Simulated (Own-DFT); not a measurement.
# Computed records: Si₃N₄ (beta silicon nitride, strained, atoms displaced)

A calculation, not a measurement: plane-wave PBE density functional theory by an unreviewed code, no spin, of a simulated periodic cell, stress positive in tension, free energy of the whole cell less one offset for each atom, forces on such cells moved up to 12 meV/angstrom on a denser k mesh; offsets are fitted by least squares, one for each functional and potential file, so energies compare only between cells with the same atoms and settings and are not formation energies; the far tail of each file's local potential was reset to the Coulomb form; each entry is a single point on an unrelaxed cell, so the pressure reflects the starting lattice, mostly measured values (interpolated for alloys), from which strain is counted, and rises with the displacements; printed positions are rounded, which can move forces by about a meV/angstrom; the program, named Own-DFT, is a retired in-house code; no spin-orbit coupling; before rounding, a Quantum ESPRESSO 7.3.1 run of the same cell and cutoff gave forces within 1 meV/angstrom rms on each cell, which checks the program and not the settings. Program: Own-DFT development build.

Settings shared by all entries: functional PBE; potential files PseudoDojo norm-conserving, scalar-relativistic, standard set; wave cutoff 42 hartree; occupations Fermi-Dirac; smearing width 0.1 eV; k mesh 2 x 2 x 4 centred on Gamma.

(1) Si₃N₄ (beta silicon nitride, strained, atoms displaced)

```xyz
112
Lattice="15.3634 -0.2245 0.0051 -7.8762 13.3711 -0.0004 0.0020 0.0010 5.8406" Properties=species:S:1:pos:R:3 Si3N4
Si    -1.6808     5.0624     0.7696
Si     0.1426     2.5776     0.7317
Si     1.3245     5.4009     0.6799
Si     5.4490     1.4506     2.2020
Si     3.5699     3.9194     2.2359
Si     2.4714     1.2038     2.1017
N      2.4628     0.1784     0.7273
N      6.2839     2.0147     0.7737
N      2.7214     4.4385     0.6272
N      1.2757     6.4250     2.1378
N     -2.5287     4.7436     2.1684
N      1.0560     2.1965     2.1891
N     -0.0220     4.3996     0.7349
N      3.8597     2.2166     2.2429
Si    -1.7184     5.1719     3.6217
Si     0.2058     2.6918     3.6608
Si     1.2816     5.4516     3.6314
Si     5.4345     1.4277     5.0557
Si     3.6061     3.9098     5.0897
Si     2.4184     1.1874     5.0879
N      2.3698     0.1458     3.7044
N      6.1999     1.9307     3.6608
N      2.8005     4.3480     3.5969
N      1.2694     6.4400     5.1017
N     -2.4482     4.6566     5.0524
N      1.1014     2.2545     5.0149
N     -0.0333     4.4641     3.6414
N      3.7939     2.2309     5.0663
Si    -5.6323    11.8089     0.7078
Si    -3.7645     9.3171     0.7142
Si    -2.5730    12.1777     0.6908
Si     1.5160     8.0788     2.2458
Si    -0.4273    10.6339     2.1307
Si    -1.4747     7.7857     2.1015
N     -1.5879     6.8658     0.7235
N      2.3166     8.5518     0.8146
N     -1.1912    11.0900     0.7364
N     -2.6698    12.9983     2.1304
N     -6.4174    11.3933     2.1525
N     -2.9041     8.9833     2.1817
N     -3.9810    11.1969     0.7464
N     -0.1458     8.8434     2.1531
Si    -5.6194    11.8407     3.6185
Si    -3.7411     9.4642     3.6138
Si    -2.5932    12.1081     3.7155
Si     1.4838     8.1654     5.1113
Si    -0.3849    10.5788     5.1622
Si    -1.5196     7.7696     5.1254
N     -1.5727     6.8524     3.6816
N      2.3138     8.6621     3.6917
N     -1.1397    11.0131     3.6743
N     -2.5580    13.0859     5.1808
N     -6.4675    11.4356     5.0931
N     -2.8468     8.8916     5.1145
N     -3.9109    11.1766     3.7151
N     -0.1335     8.8803     5.1564
Si     6.0658     4.9400     0.7259
Si     7.8740     2.5829     0.7359
Si     9.0465     5.4102     0.7137
Si    13.1704     1.3148     2.2996
Si    11.2877     3.8232     2.1575
Si    10.1094     0.9421     2.2497
N     10.1415     0.0844     0.7089
N     14.0184     1.8531     0.7989
N     10.4590     4.2805     0.7864
N      8.9914     6.3266     2.1341
N      5.1236     4.5940     2.2482
N      8.7588     2.0895     2.1021
N      7.6144     4.3176     0.7792
N     11.4758     2.0804     2.1604
Si     5.9780     5.0219     3.6334
Si     7.8215     2.5765     3.6147
Si     8.9221     5.2501     3.6405
Si    13.0853     1.3366     5.0898
Si    11.2451     3.8777     5.0377
Si    10.1661     1.0229     4.9443
N     10.1851     0.0534     3.5882
N     13.9895     1.8393     3.6512
N     10.4481     4.1820     3.6865
N      9.0657     6.2108     5.0419
N      5.2255     4.5544     5.1052
N      8.7992     2.0503     5.0800
N      7.6705     4.2275     3.6587
N     11.4803     2.1205     5.0820
Si     2.1040    11.6502     0.7290
Si     3.9074     9.2499     0.7058
Si     5.0763    11.9426     0.8255
Si     9.0343     7.9983     2.1129
Si     7.3275    10.4963     2.1769
Si     6.1756     7.7254     2.2221
N      6.1739     6.7371     0.7853
N     10.0281     8.4834     0.6639
N      6.5027    10.9635     0.7078
N      5.0599    12.9774     2.1661
N      1.2498    11.2244     2.1823
N      4.7441     8.6803     2.1786
N      3.6495    11.0440     0.7280
N      7.5747     8.6873     2.1717
Si     2.0917    11.7214     3.6570
Si     3.8901     9.3050     3.7277
Si     5.1533    11.9553     3.6834
Si     9.1476     7.9651     5.1058
Si     7.4461    10.4625     5.1542
Si     6.1661     7.6906     5.1044
N      6.2099     6.7707     3.6437
N      9.9727     8.4408     3.5436
N      6.4679    11.0667     3.6366
N      5.0749    12.9197     5.0613
N      1.2222    11.1709     5.0882
N      4.6951     8.7652     5.1631
N      3.6455    10.9584     3.6336
N      7.5000     8.6960     5.1187
```

It finds free energy of cell above offsets -10.252 eV; pressure 2.99 GPa; stress xx -3.37 GPa; stress yy -2.07 GPa; stress zz -3.52 GPa; stress yz -0.61 GPa; stress xz -0.11 GPa; stress xy -5.85 GPa.

Force:
```
element  x (eV/Å)  y (eV/Å)  z (eV/Å)
     Si     2.019     0.951    -2.753
     Si     5.465     3.902    -0.687
     Si     -0.18      1.81     0.224
     Si    -1.232    -0.858    -1.314
     Si    -0.044    -0.574    -3.601
     Si    -0.223    -1.398     2.485
      N    -0.605     0.947    -0.975
      N    -1.933    -1.701    -1.384
      N      1.84     -0.76     2.055
      N     0.439    -2.124     1.013
      N    -0.011    -0.426     0.981
      N    -0.611    -0.161    -0.476
      N     -1.84    -1.239     0.054
      N    -0.034    -1.239    -0.843
     Si     2.329    -0.754     0.366
     Si     0.751     1.925    -1.405
     Si     2.139     1.058    -0.196
     Si    -1.379      1.61     3.177
     Si    -0.616     0.583    -0.288
     Si     0.742    -1.364     0.031
      N     0.533      2.05    -1.889
      N     1.718    -0.022      -0.8
      N    -2.881     2.517     2.631
      N     0.526    -0.648    -0.702
      N    -1.248    -0.203     1.806
      N    -1.761    -0.294     2.788
      N    -2.378    -2.076    -0.177
      N      1.73    -2.397     0.512
     Si     3.041     0.941    -0.037
     Si     1.699     2.724    -0.195
     Si    -0.711    -3.073     2.023
     Si    -1.645     2.636    -0.488
     Si     2.478    -2.601     2.725
     Si    -1.056     1.989     3.267
      N    -0.116    -2.518    -0.472
      N     0.695     0.457    -1.934
      N    -1.236     1.444    -1.169
      N     1.296      3.74     3.391
      N    -1.401    -0.838     0.765
      N     0.543    -1.487    -0.504
      N    -1.327    -2.685    -0.575
      N     1.184     0.325     0.333
     Si     1.914    -0.251     0.369
     Si    -0.065    -1.922     0.834
     Si     3.057     1.066    -1.818
     Si    -1.071     0.503     1.649
     Si      0.67    -1.243    -1.418
     Si     0.805     1.915     -0.81
      N     0.151     0.884    -1.909
      N    -0.564    -1.276    -0.358
      N     -2.05     2.261    -0.299
      N     0.457     2.051    -3.391
      N     1.415    -0.142    -0.217
      N    -2.111     0.545    -0.569
      N    -4.619    -1.973     -0.13
      N     0.128    -1.703    -0.205
     Si    -1.643     1.779     1.075
     Si     2.198     0.023    -1.485
     Si     -0.01     -3.04     0.197
     Si    -2.758     0.993    -3.351
     Si    -0.812    -2.509     1.649
     Si      0.73     3.567    -6.197
      N    -0.287     -1.29    -0.876
      N    -5.791    -3.213    -0.994
      N    -1.382      1.95    -2.759
      N    -0.195    -2.046      1.48
      N     1.625     0.348    -2.017
      N    -1.332    -0.415     2.822
      N     2.192    -0.206    -0.452
      N     1.904    -1.144     0.683
     Si     1.321     0.034     0.694
     Si     2.803    -2.543     0.211
     Si     4.132      1.47    -1.466
     Si    -0.401     0.354     1.483
     Si     2.007    -2.346     4.264
     Si     0.023     0.665      5.36
      N    -0.386     -2.22     1.911
      N    -0.401    -0.716     1.682
      N    -3.027     3.056    -3.975
      N    -0.318     1.602     0.746
      N    -0.254      0.11     0.111
      N    -3.392     1.124    -0.817
      N    -4.002     1.274    -0.183
      N     1.937    -0.997    -0.218
     Si    -2.145     2.196    -0.417
     Si    -1.033     0.389     2.895
     Si    -0.189      2.05    -2.868
     Si     5.035     0.958     0.871
     Si    -0.251    -0.802     0.628
     Si    -1.264    -0.674    -1.339
      N     0.014    -0.568    -1.467
      N    -2.553    -1.175     0.466
      N     0.693    -0.305     0.633
      N     0.742    -0.486      1.87
      N    -0.371     0.567     0.234
      N    -0.817     1.441     1.208
      N     1.995    -3.047     0.076
      N    -2.493     3.552     0.102
     Si    -1.197    -2.334    -0.451
     Si     0.881    -1.508    -2.137
     Si    -4.735     2.563      -1.2
     Si     0.792     0.997    -2.394
     Si    -4.288    -0.959    -1.304
     Si     -2.02    -0.608     1.696
      N    -0.191    -1.189     0.801
      N     0.356     0.782     1.678
      N     5.498    -4.054     0.111
      N     0.419     1.699     2.321
      N     1.691     1.576     0.571
      N     1.932    -1.117    -1.802
      N     1.689     1.927       0.2
      N     2.515     1.578    -0.052
```

(2) Si₃N₄ (beta silicon nitride, strained, atoms displaced)

```xyz
112
Lattice="14.9341 0.0449 -0.3014 -7.4282 13.1480 0.2880 -0.1153 0.0606 5.7553" Properties=species:S:1:pos:R:3 Si3N4
Si    -1.5094     5.0515     0.7660
Si     0.2831     2.5815     0.7017
Si     1.3318     5.5069     0.7544
Si     5.2989     1.6547     2.0181
Si     3.4859     3.9982     2.0996
Si     2.3616     1.1991     2.1468
N      2.3533     0.2195     0.6323
N      6.2387     1.9915     0.6161
N      2.6976     4.4544     0.6998
N      1.3535     6.3809     2.2201
N     -2.3488     4.6005     2.3213
N      0.9876     2.1711     2.1819
N      0.0247     4.4427     0.6236
N      3.7061     2.2936     2.0864
Si    -1.5214     5.0545     3.6312
Si     0.1960     2.6946     3.6388
Si     1.3255     5.5450     3.6580
Si     5.2014     1.6182     5.0714
Si     3.4775     3.9307     4.9790
Si     2.2790     1.2734     5.0291
N      2.3473     0.3106     3.5744
N      6.0553     2.0665     3.4788
N      2.6475     4.3778     3.5124
N      1.2580     6.4438     5.1057
N     -2.3351     4.7202     5.0956
N      0.9204     2.1861     4.9598
N     -0.1518     4.4195     3.7082
N      3.6202     2.3373     4.9652
Si    -5.3178    11.6779     1.0117
Si    -3.4822     9.2264     0.8491
Si    -2.3566    12.0398     0.9127
Si     1.4394     8.1924     2.1972
Si    -0.2329    10.5577     2.2401
Si    -1.4166     7.7795     2.3118
N     -1.3978     6.7225     0.8149
N      2.3973     8.5559     0.8399
N     -0.9148    10.9930     0.8811
N     -2.3820    12.9284     2.3741
N     -6.0986    11.2008     2.3154
N     -2.7175     8.7788     2.3236
N     -3.8056    10.9920     0.8162
N     -0.0126     8.8235     2.3272
Si    -5.4576    11.7212     3.8578
Si    -3.4414     9.1413     3.7708
Si    -2.4105    12.0559     3.8045
Si     1.5334     8.1706     5.1131
Si    -0.3010    10.5276     5.1379
Si    -1.3529     7.7322     5.2123
N     -1.3972     6.8941     3.6621
N      2.3901     8.6623     3.5621
N     -1.0538    11.0772     3.7381
N     -2.4426    12.9432     5.2744
N     -6.1948    11.2417     5.2982
N     -2.8551     8.8451     5.2770
N     -3.7532    11.0226     3.7511
N     -0.1432     8.7615     5.1591
Si     5.8672     5.0451     0.7099
Si     7.6891     2.7681     0.6828
Si     8.8811     5.4924     0.5916
Si    12.7611     1.6297     1.9422
Si    10.9367     4.0036     1.8663
Si     9.8331     1.2119     2.0388
N      9.8043     0.2144     0.5843
N     13.4998     1.9628     0.5099
N     10.3069     4.4108     0.6033
N      8.7886     6.4486     2.0218
N      5.0902     4.5863     2.1302
N      8.5396     2.2336     2.1021
N      7.4324     4.3980     0.6014
N     11.1400     2.2362     1.9944
Si     5.9085     5.0629     3.5326
Si     7.5780     2.7272     3.4197
Si     8.7504     5.4631     3.4712
Si    12.7263     1.5998     4.7910
Si    10.9870     4.0258     4.8736
Si     9.8235     1.2244     4.8803
N      9.7896     0.2221     3.4005
N     13.5114     2.1275     3.3666
N     10.1558     4.4291     3.4102
N      8.7595     6.4186     4.9876
N      5.0063     4.6149     4.9973
N      8.3748     2.3105     4.8271
N      7.4239     4.4832     3.5029
N     11.0433     2.3007     4.8640
Si     2.1694    11.7063     0.8289
Si     3.9867     9.3565     0.7201
Si     5.1606    12.0815     0.7700
Si     9.0133     8.1083     2.1617
Si     7.2927    10.5536     2.0465
Si     6.0450     7.8328     2.0976
N      6.1234     6.8939     0.6833
N      9.8074     8.6602     0.6815
N      6.5075    10.9563     0.6390
N      5.1827    13.0169     2.2160
N      1.3150    11.1409     2.3047
N      4.7855     8.8034     2.1305
N      3.7209    11.0326     0.7881
N      7.4540     8.8086     2.0995
Si     2.1352    11.7212     3.6809
Si     3.8696     9.3203     3.5570
Si     5.0516    12.0805     3.5837
Si     9.0237     8.1595     4.9451
Si     7.1945    10.4400     4.9688
Si     6.0460     7.8664     4.9219
N      6.0794     6.7233     3.5416
N      9.9445     8.6379     3.4841
N      6.3852    11.0792     3.5309
N      5.0611    13.0670     5.0212
N      1.2980    11.2022     5.1602
N      4.6814     8.9045     4.9706
N      3.7128    10.9846     3.7695
N      7.2906     8.8435     4.9726
```

Results for Si₃N₄ (beta silicon nitride, strained, atoms displaced): free energy of cell above offsets -3.920 eV; pressure 16.86 GPa; stress xx -20.45 GPa; stress yy -11.52 GPa; stress zz -18.6 GPa; stress yz 4.97 GPa; stress xz -7.32 GPa; stress xy 1.15 GPa.

Force:
```
element  x (eV/Å)  y (eV/Å)  z (eV/Å)
     Si    -0.771    -0.386     2.814
     Si    -2.714     2.929     0.136
     Si     0.478      -1.8     1.143
     Si     -1.18    -2.881     1.598
     Si     0.083    -0.892     0.269
     Si     1.711    -0.824    -1.197
      N    -0.383     1.499     2.238
      N    -2.275    -0.774     1.554
      N     0.741    -0.258    -1.939
      N    -0.165     2.573    -0.823
      N     -2.08    -0.789    -4.535
      N    -0.859     0.576     -0.03
      N     1.306    -3.501     1.389
      N      0.03    -0.892    -0.511
     Si    -5.798     4.968     1.747
     Si    -2.731     2.757    -3.619
     Si    -1.102    -2.905    -0.003
     Si    -0.051    -1.895     -4.62
     Si    -2.169     3.984     0.582
     Si     2.232    -2.564    -1.283
      N    -0.847    -1.273     0.664
      N    -1.586    -0.812     1.285
      N    -0.936     1.354     1.836
      N     0.852     2.063    -1.773
      N    -4.225    -1.775    -0.423
      N    -0.187     0.185     4.304
      N     10.23    -2.684    -0.643
      N     1.169    -4.196      0.74
     Si      2.33     0.175    -3.891
     Si    -3.766     3.742     3.394
     Si    -1.374    -2.842     1.731
     Si      4.01      -2.2     0.514
     Si     0.305    -1.652     4.442
     Si     2.453    -0.768    -2.802
      N     0.169      2.04     2.281
      N     0.858      0.44     -1.88
      N    -3.034     1.302    -3.784
      N     0.733         4     -1.61
      N    -2.169     -0.12     4.412
      N    -0.428     0.315     -1.23
      N     3.377    -1.157     0.895
      N    -3.891     1.028    -0.465
     Si     4.303    -0.564    -0.462
     Si    -1.262      5.93     -0.18
     Si     -2.01    -0.508     0.089
     Si    -0.222     0.798    -1.244
     Si     0.794    -0.338     0.975
     Si     -3.84    -1.184    -1.757
      N    -0.366    -3.234      3.21
      N    -3.804    -2.441     2.027
      N     1.375    -1.337    -0.996
      N     0.853     4.805    -1.593
      N    -1.979    -0.675    -0.498
      N     4.828    -3.286    -2.062
      N    -1.442    -1.643     0.155
      N     4.201      3.51     0.004
     Si     0.808     3.306    -1.271
     Si     3.746    -1.458    -3.048
     Si    -1.388    -2.216     2.329
     Si    -2.416    -1.233     0.791
     Si      5.88    -4.104     11.97
     Si     0.806    -1.476    -1.234
      N    -0.078     1.726    -0.081
      N     4.423     1.916    -1.365
      N    -5.991      4.35    -9.683
      N     0.641     -1.59     0.905
      N    -0.715    -0.104     -0.31
      N    -2.849     1.608    -1.545
      N     2.156      1.96     0.612
      N      1.78     1.283    -0.393
     Si    -2.371     0.706     1.582
     Si     1.889     1.062     1.735
     Si      1.77     0.781     0.201
     Si    -2.742     0.326     -0.67
     Si     0.237    -0.405    -1.697
     Si    -3.435    -0.388    -0.329
      N     0.024     1.221     1.695
      N     1.001    -0.307     0.386
      N    -0.388     1.321    -0.293
      N     0.792     2.117    -3.819
      N     0.799      0.59    -0.439
      N     1.046    -1.071      3.44
      N     0.831    -2.851    -0.482
      N     4.158     0.809    -0.068
     Si    -0.956    -1.639     0.778
     Si    -0.267    -1.044    -0.954
     Si    -0.555    -0.785    -1.337
     Si     0.212     1.663    -2.611
     Si     -1.42    -1.123     2.411
     Si     3.344    -3.802     0.594
      N    -0.802     -2.69    -1.063
      N     0.586    -1.021    -0.642
      N     -1.55      1.11    -0.581
      N    -0.123     1.252    -1.599
      N     2.221     1.714    -1.189
      N    -3.698     2.672     0.928
      N     1.884     0.433     0.463
      N     0.566     1.041     0.807
     Si     0.021    -2.384     1.433
     Si     2.657     0.941    -0.377
     Si    -0.902    -0.744     1.904
     Si    -0.939     0.658     0.677
     Si    -0.853     5.093    -0.729
     Si    -3.385    -4.786     1.053
      N    -0.401     4.097     0.015
      N    -3.994    -2.291     1.511
      N      2.92    -1.837    -0.594
      N     0.153    -0.671     0.808
      N    -0.475     0.225    -0.854
      N    -0.274    -0.693     1.751
      N    -0.483     2.122    -1.404
      N     6.319    -1.311    -0.696
```
